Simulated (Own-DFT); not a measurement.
Simulation results for GaN (wurtzite, strained, atoms displaced)

Computed with Own-DFT development build. A calculation, not a measurement: plane-wave PBE density functional theory by an unreviewed code, no spin, of a simulated periodic cell, stress positive in tension, free energy of the whole cell less one offset for each atom, forces on such cells passed a denser k mesh, this cell's mesh not checked; offsets are fitted by least squares, one for each functional and potential file, so energies compare only between cells with the same atoms and settings and are not formation energies; the far tail of each file's local potential was reset to the Coulomb form; each entry is a single point on an unrelaxed cell, so the pressure reflects the starting lattice, mostly measured values (interpolated for alloys), from which strain is counted, and rises with the displacements; printed positions are rounded, which can move forces by about a meV/angstrom; the program, named Own-DFT, is a retired in-house code; no spin-orbit coupling.

```xyz
96
Lattice="12.7560 0.0000 0.0000 -4.7835 8.2853 0.0000 0.0000 0.0000 10.6811" Properties=species:S:1:pos:R:3:force_x:R:1:force_y:R:1:force_z:R:1 formula=GaN functional=PBE potential_files=PseudoDojo_norm-conserving,scalar-relativistic,standard_set_with_the_stringent_files_for_Ga wave_cutoff=96 occupations=Gaussian smearing_width=0.01 k_mesh=3_x_4_x_3_centred_on_Gamma free_energy_of_cell_above_offsets=-5.151 pressure=1.65 stress_xx=-4.63 stress_yy=-4.94 stress_zz=4.63 stress_yz=-0.71 stress_xz=-0.47 stress_xy=0.11
Ga    -0.0281     1.8716    10.6503      0.579     -0.648      0.825
Ga     1.6759     0.8735     2.6930     -0.946      1.391     -0.105
N      0.0302     1.8859     1.9984     -0.403     -2.008     -0.094
N      1.5172     0.8628     4.6835       2.67      0.074      -0.58
Ga     0.0513     1.7644     5.2490     -1.478      1.987       1.53
Ga     1.6534     0.9511     7.9978     -1.808     -0.526      0.401
N     -0.0338     1.8908     7.3057      0.669      -1.17      0.039
N      1.6118     0.9664     9.9939     -1.172     -1.115     -0.144
Ga    -1.6025     4.5559     0.0814      0.948      1.067     -1.155
Ga    -0.1006     3.5787     2.6721      2.178      1.994       0.85
N     -1.5463     4.6298     1.9963     -1.105     -0.167      0.425
N     -0.0032     3.6871     4.6983     -0.056      -0.27     -0.161
Ga    -1.5960     4.6053     5.3681     -0.061      -0.25     -0.018
Ga     0.0226     3.6678     8.0014     -0.341     -0.102      0.663
N     -1.6039     4.5030     7.3812      0.197      1.775     -0.419
N      0.0203     3.6817    10.0465     -0.865      0.246     -0.799
Ga    -3.1873     7.3334     0.0700     -0.266      0.954     -0.884
Ga    -1.5366     6.4281     2.7077      0.012      0.612     -0.276
N     -3.1509     7.4025     2.0194      0.159     -1.498      0.117
N     -1.5729     6.4655     4.6839     -0.598     -0.479      0.191
Ga    -3.2325     7.3617     5.3709      0.266     -0.781      0.316
Ga    -1.6048     6.4546     8.0797     -0.076     -0.411     -0.453
N     -3.2255     7.3514     7.3905      0.721      0.088     -0.506
N     -1.5770     6.5262    10.0411     -0.247     -1.368      0.139
Ga     3.1057     1.7877     0.0198      1.438      1.435       0.51
Ga     4.8232     0.8998     2.6517     -1.228      0.429     -0.521
N      3.1814     1.9005     2.0014      0.577     -0.847      0.518
N      4.7516     0.9088     4.5943      0.681      0.037      1.169
Ga     3.2082     1.8937     5.3087     -0.599     -1.314       0.69
Ga     4.7195     0.8442     8.0307      0.462      2.207      0.648
N      3.1571     1.9131     7.4005      1.018     -1.369     -1.175
N      4.8107     0.8412    10.0792     -0.536      2.578     -0.988
Ga     1.5494     4.6220    10.6721      0.472     -0.445      1.783
Ga     3.1837     3.7552     2.7079     -0.489     -0.807      -0.08
N      1.6195     4.6349     2.0678     -0.977      0.209     -0.381
N      3.1980     3.6720     4.7585      -0.27      0.833     -0.887
Ga     1.5642     4.6366     5.4250      0.228     -1.263     -0.935
Ga     3.1437     3.6797     8.0454      1.037      0.653      1.393
N      1.6162     4.5653     7.3597     -0.799      1.062     -0.114
N      3.1438     3.7392    10.1487      1.515     -0.975     -1.374
Ga     0.0420     7.3917    10.6233     -0.114     -1.621      1.652
Ga     1.6100     6.5042     2.7732      0.747     -1.789     -2.061
N      0.1076     7.3331     2.0712     -1.443      0.847     -1.115
N      1.6495     6.3590     4.6059     -0.451      1.462      2.579
Ga    -0.0199     7.3363     5.3177      0.816      0.556      0.388
Ga     1.5865     6.4334     7.9945      0.741     -0.186      0.736
N      0.0907     7.4188     7.3848     -1.631     -1.659     -1.478
N      1.5126     6.3639     9.9798      1.434      1.476     -0.099
Ga     6.3844     1.8696    10.6425     -0.744     -0.197      0.714
Ga     7.8973     0.9529     2.6723       1.06     -0.476      0.583
N      6.3567     1.8849     2.0400      0.299     -0.136     -0.767
N      8.0493     0.9338     4.7578     -1.131     -0.441      -1.11
Ga     6.4083     1.8308     5.2468     -0.581      0.293       0.97
Ga     7.9212     1.0247     7.9137      -0.24     -1.149      0.936
N      6.3089     1.9118     7.3856     -0.372     -2.333     -1.558
N      7.9013     1.0316     9.9187      1.067     -1.332      0.874
Ga     4.9086     4.5580     0.0391     -3.087      0.911      0.268
Ga     6.4615     3.7012     2.6748     -1.587      0.183       0.85
N      4.7811     4.5931     2.0443      1.145      0.359     -0.367
N      6.4635     3.7309     4.7090     -2.559     -1.813     -1.268
Ga     4.7795     4.5475     5.4139      0.566      1.239      0.155
Ga     6.3660     3.5680     8.0722     -0.423      3.302      0.056
N      4.7417     4.6062     7.4257      0.529      0.021     -0.227
N      6.4166     3.7650    10.0597      0.662     -1.528     -0.684
Ga     3.2322     7.3216     0.0081     -1.632      0.747     -0.371
Ga     4.7044     6.4488     2.6413      3.009      -0.62      1.724
N      3.2691     7.3596     2.0373     -2.131      1.426     -1.128
N      4.8829     6.4684     4.7010     -2.094     -0.933     -0.313
Ga     3.1613     7.3515     5.3778      1.251     -0.179      0.074
Ga     4.7277     6.5075     8.0735      0.601     -0.633     -2.496
N      3.1574     7.4285     7.3857     -0.197     -0.455      -0.63
N      4.7432     6.4837     9.8968      0.309     -0.855      2.933
Ga     9.5105     1.8539     0.0532      0.429     -0.794     -0.238
Ga    11.1011     0.9037     2.7098      0.918      0.829     -0.417
N      9.4947     1.8565     2.0567      0.377        0.2     -0.311
N     11.2032     0.9032     4.6776     -0.687      0.198     -0.082
Ga     9.6258     1.8758     5.3064      0.319     -0.123      0.599
Ga    11.1649     0.9191     7.9930      0.413     -0.498      0.796
N      9.5484     1.7654     7.3688      0.612      1.471     -0.944
N     11.1449     0.9312    10.1580      -0.64     -0.386     -1.461
Ga     8.0238     4.5236     0.0847       0.42      1.632     -1.317
Ga     9.5845     3.7196     2.6775      0.023      -0.26     -0.268
N      7.9621     4.6162     1.9960      0.867      -0.44     -0.005
N      9.5669     3.7039     4.5863      0.154     -0.066      1.426
Ga     7.9187     4.5124     5.3966      2.332      1.913     -0.053
Ga     9.5645     3.6675     8.0109     -0.186     -0.573      0.448
N      7.9598     4.5745     7.3171      0.057     -1.066      0.937
N      9.6358     3.6475    10.0593      -1.02      0.506     -0.477
Ga     6.2781     7.3156     0.0092      1.863      1.031      0.386
Ga     7.9798     6.3877     2.6375      0.198      1.583      1.276
N      6.4624     7.4335     2.0736     -1.429     -1.732     -1.186
N      7.9908     6.3841     4.7073     -0.068      0.023     -0.448
Ga     6.3942     7.3654     5.3595       0.61      -0.34      0.301
Ga     7.9440     6.3499     7.9996      0.349      1.032      0.877
N      6.4096     7.3045     7.3723     -0.732      0.837     -0.213
N      7.9850     6.4889    10.0171     -0.501     -1.281      0.397
```

Units: wave_cutoff in hartree; smearing_width, free_energy_of_cell_above_offsets in eV; pressure, stress_xx, stress_yy, stress_zz, stress_yz, stress_xz, stress_xy in GPa; force_x, force_y, force_z in eV/Å.
